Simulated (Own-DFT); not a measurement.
Simulation results for SiC (2H silicon carbide, strained, atoms displaced)

A calculation, not a measurement: plane-wave PBE density functional theory by an unreviewed code, no spin, of a simulated periodic cell, stress positive in tension, free energy of the whole cell less one offset for each atom, forces on such cells passed a denser k mesh, this cell's mesh not checked; offsets are fitted by least squares, one for each functional and potential file, so energies compare only between cells with the same atoms and settings and are not formation energies; the far tail of each file's local potential was reset to the Coulomb form; each entry is a single point on an unrelaxed cell, so the pressure reflects the starting lattice, mostly measured values (interpolated for alloys), from which strain is counted, and rises with the displacements; printed positions are rounded, which can move forces by about a meV/angstrom; the program, named Own-DFT, is a retired in-house code; no spin-orbit coupling. Program: Own-DFT development build.

Settings shared by all entries: functional PBE; potential files PseudoDojo norm-conserving, scalar-relativistic, standard set; wave cutoff 42 hartree; occupations Fermi-Dirac; smearing width 0.1 eV; hardware one NVIDIA H100; k mesh 4 x 4 x 3 centred on Gamma.

(1) SiC (2H silicon carbide, strained, atoms displaced)

```xyz
72
Lattice="9.1467 0.0894 0.1243 -4.4959 7.9084 0.0774 0.1354 0.1754 10.1924" Properties=species:S:1:pos:R:3 SiC
Si     4.7269     8.1052    10.3393
Si     0.1423     1.8835     2.6873
C     -4.4418     7.9385     1.9498
C      0.1020     1.8431     4.4077
Si     0.0914     0.1222     5.0497
Si     0.2488     1.9276     7.6648
C     -4.3562     8.0093     7.1584
C      0.1328     1.9936     9.5723
Si    -1.3036     2.7575    10.1582
Si    -1.4647     4.3605     2.6411
C      7.6644     2.7038     1.9885
C     -1.4028     4.4189     4.5759
Si     7.7327     2.7501     5.2653
Si    -1.3736     4.5086     7.7019
C     -1.4374     2.8255     7.1076
C     -1.3361     4.5565     9.6221
Si    -2.9520     5.3300     0.0671
Si    -2.9859     7.0299     2.6594
C     -2.9811     5.4088     1.9698
C     -2.9356     7.2193     4.5199
Si     6.2016     5.4403     5.3271
Si    -2.8156     7.2634     7.6638
C      6.1853     5.4809     7.1988
C     -2.8497     7.2309     9.6084
Si    -1.2389     7.9940    10.2285
Si     3.0844     1.8310     2.5861
C     -1.3653     7.9256     2.0489
C      3.1419     1.9105     4.4775
Si     3.1013     0.1819     5.1808
Si     3.1517     1.9940     7.6764
C      3.1923     0.1721     7.0778
C      3.1862     1.9499     9.5585
Si     1.5224     2.4693     0.0672
Si     1.5757     4.4208     2.6432
C      1.5520     2.7638     2.0159
C      1.5851     4.4762     4.5885
Si     1.5954     2.7822     5.1472
Si     1.6654     4.5509     7.7365
C      1.6511     2.7697     7.0147
C      1.7490     4.5481     9.6606
Si     0.1483     5.5439    10.2510
Si     0.0799     7.1088     2.6588
C      0.0382     5.2937     1.9703
C      0.1339     7.1504     4.6288
Si     0.1513     5.4451     5.1024
Si     0.2305     7.2542     7.7590
C      0.0524     5.4549     7.0108
C      0.1684     7.3101     9.7170
Si     6.2203     0.2814    10.2681
Si     6.1292     1.9252     2.6472
C      6.2050     0.1309     1.9196
C      6.1509     1.9619     4.5678
Si     6.1146     0.1623     5.2616
Si     6.2303     1.9372     7.7206
C      1.7009     8.0231     7.1969
C      6.2963     1.9995     9.6401
Si     4.5016     2.7149     0.1274
Si     4.6590     4.5227     2.6506
C      4.5913     2.7011     2.0924
C      4.5482     4.5583     4.6086
Si     4.6943     2.8081     5.2332
Si     4.7386     4.5734     7.7809
C      4.6986     2.8917     6.9971
C      4.7258     4.6216     9.7281
Si     3.1056     5.2790     0.1378
Si     3.1005     7.1668     2.7068
C      3.1042     5.3729     2.0866
C      3.2525     7.1417     4.6115
Si     3.1762     5.4471     5.2073
Si     3.2207     7.1877     7.8048
C      3.1758     5.4244     7.2844
C      3.2227     7.3039     9.6197
```

- free energy of cell above offsets: -4.557 eV
- pressure: 6.97 GPa
- stress xx: -12.03 GPa
- stress yy: -8.31 GPa
- stress zz: -0.58 GPa
- stress yz: 5.09 GPa
- stress xz: 5.3 GPa
- stress xy: 4.83 GPa
- wall time: 371.3 s

Force:
```csv
element,x (eV/Å),y (eV/Å),z (eV/Å)
Si,0.676,1.504,0.797
Si,-2.512,-2.164,-4.64
C,-0.569,0.597,0.559
C,-0.268,0.547,3.995
Si,-0.948,-0.725,1.36
Si,-3.65,-1.039,0.805
C,-1.261,1.702,-2.3
C,1.771,-3.045,-1.212
Si,-2.439,1.859,1.329
Si,-0.198,1.035,-0.782
C,0.694,0.938,1.356
C,-0.384,1.177,-1.178
Si,-0.458,1.044,0.52
Si,-0.857,1.967,0.381
C,1.702,-2.827,-1.929
C,-0.001,0.677,-0.473
Si,-0.996,-1.347,-0.395
Si,0.947,2.676,-0.371
C,0.404,-3.454,-0.206
C,1.52,-2.174,0.846
Si,-0.511,0.279,-1.015
Si,-0.656,-2.988,1.64
C,1.62,1.107,0.057
C,0.589,-0.158,-0.578
Si,-5.105,3.987,2.836
Si,-0.305,-0.86,0.919
C,-2.182,1.248,-1.342
C,-0.131,-0.067,1.273
Si,0.214,-0.508,-1.177
Si,1.354,-0.833,-0.013
C,0.26,1.512,-0.86
C,0.571,-0.952,0.751
Si,0.248,3.776,0.711
Si,0.262,2.515,0.253
C,1.311,-2.378,-1.599
C,1.13,1.567,-1.225
Si,0.767,-1.282,-0.3
Si,-1.35,0.285,0.559
C,0.592,1.411,-0.132
C,-1.626,-0.144,0.01
Si,1.42,-2.437,0.473
Si,1.981,-0.636,0.405
C,0.312,0.723,0.843
C,-0.081,1.664,-1.361
Si,-1.65,-1.921,1.795
Si,-2.162,-2.407,0.763
C,2.038,0.099,1.411
C,4.623,-2.57,-2.758
Si,0.696,-0.449,-0.292
Si,0.878,-1.751,0.031
C,-2.561,0.159,1.374
C,1.205,-1.38,0.236
Si,1.247,-0.39,-2.046
Si,-0.453,0.461,0.962
C,1.223,2.225,-0.874
C,-1.742,0.622,-0.137
Si,2.015,-0.826,-0.039
Si,-0.73,0.123,1.061
C,0.17,1.431,-1.974
C,3.868,-0.715,-1.003
Si,-1.696,0.533,-2.495
Si,-0.709,0.47,1.022
C,0.135,-1.658,3.266
C,1.6,0.215,-0.457
Si,-1.127,1.416,0.132
Si,2.099,-0.477,-0.02
C,-0.212,-0.023,-0.954
C,-1.813,2.241,0.431
Si,-1.951,-0.6,1.81
Si,0.931,0.134,0.036
C,0.519,0.493,-2.982
C,-0.3,-1.233,2.114
```

(2) SiC (2H silicon carbide, strained, atoms displaced)

```xyz
72
Lattice="9.2434 0.0013 0.1635 -4.6206 8.0672 0.0624 0.1780 0.1812 10.0347" Properties=species:S:1:pos:R:3 SiC
Si    -0.0356     0.0704     0.0165
Si     0.0405     1.8154     2.4943
C      0.1101     0.1116     1.9289
C      0.0741     1.9211     4.5129
Si    -4.5021     8.1163     5.0940
Si     0.1727     1.9794     7.5561
C      4.7021     8.1775     7.2152
C      0.1257     1.9480     9.5440
Si    -1.3133     2.8713    10.0291
Si    -1.5333     4.4840     2.5198
C     -1.4773     2.7230     1.8116
C     -1.4090     4.5691     4.5168
Si     7.7638     2.7866     5.1861
Si    -1.4552     4.6351     7.5376
C      7.7726     2.8017     7.0127
C     -1.3645     4.5493     9.4125
Si     6.3033     5.5549    10.2188
Si    -2.9620     7.2609     2.6054
C     -3.0077     5.3633     1.8805
C     -2.9822     7.2508     4.4158
Si    -3.0526     5.6212     5.0912
Si    -2.8237     7.2972     7.5910
C      6.1564     5.5605     7.0889
C     -2.9036     7.3038     9.4999
Si     3.1682     0.0526     0.1023
Si     3.1265     1.8408     2.5255
C     -1.4827     8.0702     1.9488
C      3.1179     1.9461     4.4092
Si     3.0903     0.1416     5.0311
Si     3.3057     1.9258     7.6266
C      3.2162     0.1965     6.8845
C      3.2588     1.9880     9.4944
Si     1.6818     2.8581    10.0964
Si     1.6384     4.5664     2.5940
C      1.6873     2.7228     1.9658
C      1.6213     4.5851     4.4734
Si     1.5454     2.6995     5.1745
Si     1.6589     4.6397     7.6317
C      1.6853     2.7820     6.9499
C      1.7051     4.6830     9.5765
Si    -0.0876     5.4185     0.1245
Si    -0.0178     7.2296     2.6711
C     -0.0043     5.4115     2.0140
C      0.1705     7.1962     4.4993
Si     0.0438     5.4151     5.1067
Si     0.2276     7.2316     7.6055
C      0.1955     5.4806     6.9877
C      0.0784     7.3445     9.5690
Si     6.2713     0.2114    10.0849
Si     6.2237     1.8033     2.5582
C      6.2177     0.0830     1.9036
C      6.1756     1.8842     4.4634
Si     6.3717     0.1658     5.1058
Si     6.2871     1.9517     7.6327
C      6.2682     0.2019     6.9564
C      6.3707     1.9829     9.4906
Si     4.7223     2.8671    10.1493
Si     4.7029     4.5520     2.6888
C      4.6320     2.7997     2.0895
C      4.7149     4.5313     4.5344
Si     4.7371     2.7322     5.0827
Si     4.7635     4.6475     7.6704
C      4.6685     2.7824     7.0771
C      4.8030     4.7290     9.5655
Si     3.2092     5.2712     0.1865
Si     3.2081     7.1827     2.6942
C      3.0814     5.4477     2.0093
C      3.1650     7.3097     4.5332
Si     3.1734     5.5211     5.1208
Si     3.2073     7.3284     7.7067
C      3.2459     5.4730     7.0020
C      3.2940     7.3034     9.6032
```

* free energy of cell above offsets: -4.757 eV
* pressure: 4.69 GPa
* stress xx: -4.43 GPa
* stress yy: -0.89 GPa
* stress zz: -8.75 GPa
* stress yz: 6.04 GPa
* stress xz: 6.24 GPa
* stress xy: -0.71 GPa
* wall time: 342.4 s

Force:
```csv
element,x (eV/Å),y (eV/Å),z (eV/Å)
Si,0.748,-3.101,-0.195
Si,1.023,2.065,1.539
C,-0.33,-2.165,-0.66
C,-1.038,-2.03,-2.105
Si,-0.985,1.624,0.59
Si,-1.714,-1.587,0.441
C,2.519,0.99,-1.727
C,1.832,1.076,-2.691
Si,-2.029,-0.586,-0.26
Si,1.161,0.115,1.33
C,-0.172,-0.039,2.012
C,-2.911,-0.052,-1.541
Si,-0.396,0.147,-0.541
Si,0.31,-0.712,-0.315
C,1.181,1.079,1.519
C,-0.541,2.802,0.028
Si,1.589,-0.231,-0.021
Si,-1.39,-1.349,-2.06
C,-0.751,1.579,0.814
C,-0.254,1.606,0.782
Si,0.905,-4.474,-0.959
Si,-2.761,0.915,1.158
C,3.494,0.441,0.106
C,0.623,1.77,0.046
Si,-3.09,-0.802,-1.858
Si,0.598,-0.33,1.498
C,0.344,1.619,1.814
C,0.048,-1.491,0.916
Si,2.861,0.124,-0.388
Si,-3.688,-1.265,0.12
C,0.911,-1.432,0.91
C,-0.729,-0.415,0.011
Si,0.47,0.762,0.69
Si,-2.001,-1.289,0.726
C,-2.747,0.717,-0.951
C,0.059,-0.646,0.826
Si,2.257,2.624,-2.689
Si,1.62,-1.202,0.493
C,0.575,0.875,2.406
C,0.027,-0.338,-0.897
Si,1.145,-1.343,0.005
Si,2.397,-0.753,-0.703
C,0.49,0.231,-0.553
C,-1.467,1.588,1.085
Si,2.509,1.255,-0.537
Si,-1.897,1.677,0.205
C,-2.022,0.279,-0.112
C,2.341,-0.102,-1.944
Si,1.767,-1.162,0.114
Si,-0.627,0.922,0.33
C,-0.335,-1.253,1.373
C,2.566,-0.219,-0.106
Si,-2.992,-1.073,-0.493
Si,-0.64,-0.143,0.344
C,1.117,-1.085,0.873
C,-1.181,0.219,0.838
Si,2.468,0.997,0.55
Si,-0.895,-0.041,-0.275
C,1.032,-1.275,-2.244
C,0.303,1.671,0.807
Si,-2.274,1.112,1.136
Si,-1.932,-1.271,0.448
C,3.924,2.407,-2.063
C,1.42,-3.006,-0.989
Si,-4.215,3.312,-0.56
Si,-1.451,1.535,-1.502
C,2.627,0.052,0.822
C,1.64,-0.805,0.553
Si,-0.631,-1.664,0.211
Si,-0.391,-1.116,0.666
C,-1.153,1.242,0.582
C,-1.275,0.418,0.222
```

(3) SiC (2H silicon carbide, strained, atoms displaced)

```xyz
72
Lattice="9.1784 -0.1721 0.0351 -4.7382 8.0243 -0.1057 0.0382 -0.1108 10.1850" Properties=species:S:1:pos:R:3 SiC
Si    -0.0440     0.1211     0.0668
Si     0.1152     1.7195     2.5483
C      4.3290     7.7599     1.8192
C     -0.0086     1.7380     4.3820
Si     4.4305     7.7946     5.1125
Si     0.0168     1.6445     7.6368
C     -4.6247     7.8838     6.9518
C      0.0223     1.6350     9.6307
Si    -1.5622     2.6252    10.1317
Si    -1.6045     4.3659     2.4874
C     -1.5484     2.6562     1.8389
C     -1.6490     4.3821     4.3702
Si    -1.4124     2.6347     5.0624
Si    -1.6122     4.3359     7.5737
C      7.5914     2.4434     7.0724
C     -1.5637     4.4117     9.3965
Si     6.0304     5.0349    10.0989
Si    -3.1698     7.1117     2.5261
C      5.9345     5.0638     1.9457
C     -3.1291     7.1267     4.2940
Si     6.0155     5.0239     5.1297
Si    -3.2079     6.9719     7.5577
C      5.9848     5.1152     6.9763
C     -3.2121     7.0871     9.4473
Si    -1.6202     7.8040    10.0667
Si     3.0900     1.7419     2.6576
C     -1.6034     7.9270     1.8140
C      3.0248     1.5811     4.4647
Si     3.0694    -0.0553     5.0890
Si     3.0190     1.5759     7.6436
C     -1.6379     7.8551     7.0031
C      3.0422     1.5841     9.5868
Si     1.5299     2.6564    -0.0064
Si     1.4223     4.3663     2.6060
C      1.5489     2.5769     1.8690
C      1.4817     4.2720     4.3247
Si     1.5104     2.5235     5.0918
Si     1.5394     4.3495     7.5849
C      1.5088     2.5437     7.0170
C      1.5279     4.2676     9.5693
Si    -0.1300     5.2613    -0.0178
Si    -0.1730     7.1315     2.5542
C     -0.0657     5.2766     1.8290
C     -0.1336     6.9396     4.3853
Si    -0.0721     5.2789     5.0330
Si    -0.0457     7.0271     7.5689
C     -0.0685     5.2543     6.9634
C     -0.0673     6.9160     9.5291
Si     1.4137     7.8917    -0.0194
Si     6.0434     1.6458     2.6378
C      1.3781     7.8313     1.7780
C      6.1425     1.6597     4.4808
Si     1.4091     7.7787     5.0203
Si     6.2125     1.5369     7.7209
C      6.1504    -0.1819     7.1121
C      6.1109     1.4978     9.5879
Si     4.5483     2.5956    -0.0089
Si     4.4250     4.2560     2.4880
C      4.5295     2.5503     1.8433
C      4.5388     4.3284     4.4058
Si     4.5851     2.5917     5.0924
Si     4.5626     4.2491     7.5700
C      4.5400     2.4456     6.9830
C      4.5056     4.2680     9.5477
Si     2.9298     5.2261    -0.0380
Si     2.9118     6.9943     2.4265
C      2.9948     5.2240     1.8943
C      2.8627     6.9216     4.4358
Si     2.9941     5.2091     4.9950
Si     2.9050     6.9712     7.6119
C      2.9818     5.1747     6.9983
C      3.0393     6.8328     9.4697
```

* free energy of cell above offsets: -4.699 eV
* pressure: 6.64 GPa
* stress xx: -8.58 GPa
* stress yy: -9.14 GPa
* stress zz: -2.2 GPa
* stress yz: -2.32 GPa
* stress xz: 1.58 GPa
* stress xy: -8.88 GPa
* wall time: 352.9 s

Force:
```csv
element,x (eV/Å),y (eV/Å),z (eV/Å)
Si,0.861,-3.74,-0.54
Si,-3.079,-0.373,-1.709
C,4.279,2.518,0.931
C,0.757,-1.409,1.772
Si,0.889,-0.271,-1.834
Si,-0.157,0.614,1.333
C,-2.505,1.553,-1.106
C,-0.823,3.059,-2.264
Si,0.682,-0.686,0.572
Si,-0.64,1.107,-0.47
C,0.108,-0.843,0.894
C,1.497,-0.088,1.495
Si,-2.961,0.55,0.12
Si,0.703,1.833,-0.37
C,2.591,-0.962,-1.761
C,-1.233,-1.53,1.521
Si,0.441,2.122,1.89
Si,-0.699,-1.426,-3.172
C,2.515,1.777,-1.486
C,-1.847,-1.179,3.552
Si,1.453,2.678,-1.8
Si,1.799,1.321,1.489
C,2.102,-1.154,-0.561
C,0.233,-1.539,0.658
Si,-0.054,0.878,0.702
Si,-1.158,-1.63,-3.187
C,-1.974,1.24,0.397
C,1.062,3.372,0.449
Si,0.706,-2.812,2.002
Si,0.518,0.897,0.993
C,-0.237,-0.172,-2.026
C,0.72,0.162,-0.901
Si,-0.171,-1.147,0.28
Si,0.319,-0.025,-4.731
C,0.622,0.708,1.215
C,-0.308,0.568,4.44
Si,0.28,0.657,0.125
Si,-2.209,-1.136,1.31
C,0.113,0.031,-0.827
C,-2.088,0.028,-1.69
Si,1.662,0.895,-0.399
Si,1.253,-2.774,-2.089
C,-0.842,0.091,1.734
C,-0.011,2.507,0.446
Si,-0.432,-2.272,0.356
Si,-2.217,-1.525,1.767
C,0.455,-0.654,-0.726
C,-0.083,0.237,-1.187
Si,-0.08,-0.594,-1.498
Si,1.622,-0.148,-2.401
C,-0.082,1.567,2.744
C,-0.451,-1.287,0.866
Si,-1.066,2.412,0.726
Si,-3.304,0.504,-0.359
C,1.392,0.47,-2.163
C,0.283,1.057,-0.109
Si,-0.575,-0.763,-0.765
Si,1.084,0.966,0.52
C,0.616,-0.722,1.824
C,-1.699,-1.105,-0.035
Si,-0.173,-1.695,0.454
Si,-2.532,-1.256,1.671
C,1.121,0.504,0.48
C,0.089,-1.613,-1.465
Si,1.501,0.788,1.101
Si,-1.804,-1.364,1.774
C,-1.569,-0.402,-0.249
C,1.922,0.878,-1.177
Si,-0.513,-1.265,1.332
Si,1.541,-1.582,0.267
C,1.486,0.79,-1.823
C,-1.7,1.805,0.68
```

(4) SiC (2H silicon carbide, strained, atoms displaced)

```xyz
72
Lattice="9.1608 0.1002 0.1092 -4.4936 7.9241 0.0165 0.1189 0.0894 10.1517" Properties=species:S:1:pos:R:3 SiC
Si     0.1192     0.0993    10.1076
Si    -0.0651     1.7717     2.5258
C      9.1678     0.1217     2.0512
C     -0.0023     1.8121     4.4054
Si     9.1890     0.1895     5.0846
Si     0.1643     1.8584     7.5670
C      4.7234     8.0674     7.0904
C      0.0269     1.8595     9.6199
Si     7.7340     2.7543    10.2247
Si    -1.4955     4.3871     2.5659
C      7.6545     2.6995     1.9696
C     -1.3955     4.4150     4.4347
Si     7.7136     2.7382     5.2588
Si    -1.4150     4.4690     7.6744
C      7.7143     2.7920     7.1003
C     -1.4022     4.4376     9.5224
Si    -2.9347     5.2528     0.0691
Si    -2.9613     7.0915     2.5813
C      6.1970     5.3653     2.0265
C     -2.9117     7.1501     4.4710
Si    -2.9230     5.3422     5.0698
Si    -2.9115     7.1467     7.6620
C     -2.8849     5.3108     7.0482
C     -2.8103     7.2836     9.5407
Si     3.0669     0.1825    10.1463
Si     3.1105     1.7867     2.5380
C     -1.4523     7.9605     1.9488
C      3.1542     1.8768     4.5169
Si     3.1155     0.0896     5.1991
Si     3.2294     1.9414     7.6565
C     -1.3116     7.9342     7.0092
C      3.1740     1.9126     9.5446
Si     1.6607     2.7603    10.1208
Si     1.6402     4.4720     2.6647
C      1.4843     2.6879     1.9083
C      1.6702     4.4010     4.5021
Si     1.6919     2.6597     5.1476
Si     1.8271     4.5514     7.6724
C      1.6824     2.7082     6.9501
C      1.6617     4.5305     9.5765
Si     0.1364     5.4639    10.1562
Si     0.0618     7.0243     2.6058
C      0.0766     5.2759     1.9710
C      0.1607     7.1156     4.5637
Si     0.0085     5.3390     5.0530
Si     0.1150     7.1859     7.7094
C      0.1221     5.3508     7.0780
C      0.2382     7.1493     9.5684
Si     1.6143     7.9908     0.1306
Si     6.1112     1.8810     2.6046
C      6.1295     0.0925     2.0236
C      6.1767     1.8995     4.5485
Si     1.5750     7.9848     5.2140
Si     6.2975     1.9511     7.7133
C      6.1512     0.1364     7.0107
C      6.2807     1.9609     9.5627
Si     4.6181     2.6459     0.1632
Si     4.6957     4.5644     2.6962
C      4.6742     2.7291     1.9564
C      4.7066     4.4985     4.5332
Si     4.7095     2.7741     5.2157
Si     4.8114     4.6083     7.7420
C      4.6991     2.7465     7.0078
C      4.7262     4.4906     9.6455
Si     3.1187     5.3251     0.1773
Si     3.1381     7.1091     2.6153
C      3.2145     5.3936     2.0260
C      3.1076     7.1927     4.5340
Si     3.1704     5.4048     5.1402
Si     3.1700     7.0995     7.6695
C      3.1696     5.4466     7.1463
C      3.2456     7.3025     9.6072
```

- free energy of cell above offsets: -5.968 eV
- pressure: 6.71 GPa
- stress xx: -10.79 GPa
- stress yy: -6.12 GPa
- stress zz: -3.22 GPa
- stress yz: 3.03 GPa
- stress xz: 3.79 GPa
- stress xy: 4.23 GPa
- wall time: 348.7 s

Force:
```csv
element,x (eV/Å),y (eV/Å),z (eV/Å)
Si,-0.753,0.198,1.396
Si,2.039,0.301,0.174
C,-0.229,-0.822,-1.041
C,1.71,0.492,0.785
Si,-0.655,-1.071,1.577
Si,-1.397,-0.866,1.422
C,0.055,0.311,-0.581
C,3.812,-0.398,-3.012
Si,-0.36,2.334,1.628
Si,1.441,-0.674,-0.543
C,-1.301,1.302,0.146
C,-1.771,-0.257,0.313
Si,-0.63,0.583,-1.439
Si,1.675,-0.315,-0.394
C,2.158,1.076,-0.085
C,0.942,0.847,0.799
Si,-1.789,0.539,-1.252
Si,0.062,-0.171,-0.196
C,0.105,1.389,0.582
C,0.219,-0.967,0.106
Si,-0.067,-0.005,0.526
Si,0.622,-0.258,-0.689
C,-0.07,1.901,-1.534
C,-2.219,-3.598,-0.711
Si,3.792,-0.148,1.426
Si,-1.029,1.148,1.041
C,0.524,-0.175,-0.505
C,1.3,-1.437,-0.807
Si,0.275,0.081,-2.165
Si,-0.902,-2.097,-0.117
C,-2.315,2.429,1.39
C,0.863,0.083,-0.048
Si,-1.542,0.512,1.758
Si,-0.356,-1.226,-1.547
C,1.706,-0.059,0.405
C,-0.681,1.535,0.858
Si,-2.217,0.739,-1.836
Si,-5.443,-1.976,0.838
C,0.341,0.904,2.107
C,0.953,0.451,-0.001
Si,0.317,-2.445,0.834
Si,0.65,1.377,0.263
C,-0.24,0.551,-0.434
C,-2.213,-0.676,-1.744
Si,2.991,-0.17,2.302
Si,2.297,-1.883,-0.373
C,0.714,0.086,-0.863
C,-1.439,2.186,0.496
Si,-0.219,0.433,-0.47
Si,1.3,-1.077,1.521
C,-1.141,-0.557,-0.834
C,-0.029,-0.742,-0.293
Si,1.761,1.795,-0.939
Si,-2.508,-2.148,-0.362
C,0.315,0.023,1.829
C,-1.979,-1.569,0.712
Si,-0.011,0.933,-2.414
Si,-0.23,-1.822,-1.061
C,-1.797,0.627,1.377
C,0.168,1.186,0.949
Si,-0.66,-0.697,-1.907
Si,-2.424,-1.995,0.56
C,1.29,1.776,2.054
C,0.818,1.454,0.156
Si,-0.274,0.632,-1.891
Si,0.29,1.469,0.981
C,-1.542,-0.887,0.088
C,1.185,-0.947,-0.063
Si,-0.514,0.043,0.403
Si,0.221,4.159,1.376
C,3.703,-1.119,-3.022
C,0.328,-2.632,-0.008
```
